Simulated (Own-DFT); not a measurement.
# Response to strain: zincblende GaAs, 64 atoms (As32Ga32)

All numbers below are calculated, not measured. The program, named Own-DFT, is a retired in-house plane-wave density functional code that no person has reviewed. Each row is one single-point run on a periodic cell that was not relaxed, without spin or spin-orbit coupling.

Settings of every run: PBE; PseudoDojo norm-conserving scalar-relativistic files; cutoff 42 hartree; 3 x 3 x 3 k mesh centred on Gamma; Fermi-Dirac smearing of 0.1 eV.

Known limits: forces not confirmed at this smearing and k mesh; stress not checked against mesh or cutoff.

Unstrained cell vectors in Å: (11.307, 0.000, 0.000); (0.000, 11.307, 0.000); (0.000, 0.000, 11.307). The unstrained cell has measured lattice constants (interpolated for alloys), not those of this functional. That, the random moves and any unrelaxed bonds set the pressure at no strain. Each run strains this cell uniformly, with the atoms carried along. Every atom was also moved at random, by a Gaussian of width 0.05 Å on each axis. Strain is the symmetric tensor, in per cent. Stress is positive in tension, and the pressure is minus a third of its trace.

| run | e_xx (%) | e_yy (%) | e_zz (%) | e_yz (%) | e_xz (%) | e_xy (%) | s_xx (GPa) | s_yy (GPa) | s_zz (GPa) | s_yz (GPa) | s_xz (GPa) | s_xy (GPa) | P (GPa) | E (meV/atom) |
|---|---|---|---|---|---|---|---|---|---|---|---|---|---|---|
| 1 | -1.34 | 1.92 | -1.56 | -0.15 | -1.38 | 0.60 | -5.44 | -3.35 | -5.41 | 0.19 | -2.60 | 1.03 | 4.73 | 9.7 |
| 2 | -1.96 | -1.04 | -1.51 | -0.92 | -0.91 | -1.45 | -8.23 | -7.67 | -8.01 | -1.81 | -2.20 | -2.65 | 7.97 | 44.8 |
| 3 | 1.46 | 0.40 | -0.80 | 0.67 | 0.87 | -1.88 | -2.68 | -3.38 | -3.95 | 1.45 | 1.80 | -3.19 | 3.34 | 3.3 |
| 4 | -0.11 | 0.70 | -1.79 | -0.51 | 1.63 | -1.27 | -5.00 | -4.49 | -5.82 | -1.29 | 2.71 | -0.98 | 5.10 | 25.3 |
| 5 | -1.41 | -1.55 | -1.75 | -1.65 | -0.44 | -1.32 | -8.14 | -8.31 | -8.47 | -3.48 | -1.16 | -2.73 | 8.31 | 59.1 |
| 6 | -0.15 | 0.30 | 1.80 | -0.26 | 1.69 | 1.61 | -3.19 | -2.87 | -2.04 | -0.68 | 2.17 | 3.05 | 2.70 | 4.0 |
| 7 | 1.84 | 1.58 | -0.38 | -1.13 | 1.68 | 1.44 | -1.51 | -1.70 | -2.69 | -1.74 | 2.35 | 2.03 | 1.96 | 0.0 |
| 8 | 0.22 | 1.62 | -1.88 | 1.89 | -0.49 | -0.22 | -4.25 | -3.24 | -5.12 | 2.92 | -0.84 | 0.30 | 4.20 | 20.0 |
| 9 | 1.08 | 1.12 | -0.57 | -1.90 | 1.47 | -0.25 | -2.60 | -2.69 | -3.59 | -3.13 | 1.83 | -0.37 | 2.96 | 6.0 |
| 10 | -0.05 | -0.63 | 0.96 | 1.36 | 1.55 | 0.18 | -4.27 | -4.34 | -3.59 | 1.83 | 3.46 | -0.42 | 4.07 | 17.5 |
| 11 | 0.37 | 0.69 | -1.40 | -1.67 | 1.40 | -0.15 | -4.34 | -4.18 | -5.38 | -3.22 | 2.45 | -0.09 | 4.63 | 30.1 |
| 12 | -1.85 | -1.95 | 0.61 | -0.27 | 1.80 | 0.70 | -7.47 | -7.27 | -5.93 | -1.09 | 3.25 | 0.66 | 6.89 | 39.8 |
| 13 | -1.11 | 1.65 | -0.58 | 0.36 | -1.18 | 0.41 | -4.71 | -3.07 | -4.42 | 0.87 | -2.01 | 0.43 | 4.07 | 10.3 |
| 14 | 1.17 | -0.78 | -0.69 | -0.56 | 0.16 | 1.46 | -3.46 | -4.65 | -4.64 | -1.39 | 0.33 | 2.14 | 4.25 | 9.5 |
| 15 | -0.84 | 1.51 | -1.88 | -1.73 | -0.62 | -0.64 | ? | ? | ? | ? | ? | ? | ? | ? |

E is the free energy for each atom above the lowest run shown.

## Worked fit

Each stress component was fitted by least squares to a constant and the strains of the runs shown, as fractions, with shears doubled. Shear strains stay in the fit of a normal stress only where such slopes are resolved. The slopes, in GPa:

| stress | at no strain | per e_xx | per e_yy | per e_zz | scatter |
|---|---|---|---|---|---|
| s_xx | -4.3 | 119 ± 4 | 65 ± 4 | 60 ± 4 | 0.17 |
| s_yy | -4.2 | 55 ± 5 | 126 ± 5 | 64 ± 5 | 0.19 |
| s_zz | -4.3 | 60 ± 4 | 71 ± 4 | 118 ± 4 | 0.17 |

Each shear stress against twice its own strain: yz 80 ± 3, xz 92 ± 7, xy 83 ± 8 GPa. These are stiffnesses along x, y and z of the frame in which the cell vectors are given, which need not be the crystal's axes. The atoms are held to the strained lattice; where symmetry lets them move under strain, relaxing them would lower some slopes. The table should be nearly symmetric about its diagonal, and what it lacks of that shows the noise. A ninth of its sum, 82 ± 2 GPa, estimates the bulk modulus near the mean pressure of these runs, 4.7 GPa, so it lies above the value at zero pressure.

## Withheld run

Question: what normal stresses and pressure should run 15 give?

The fit gives s_xx = -5.4, s_yy = -4.0, s_zz = -5.9 and P = 5.1 GPa. The calculation gave -5.74, -4.11, -6.26 and P = 5.37 GPa.
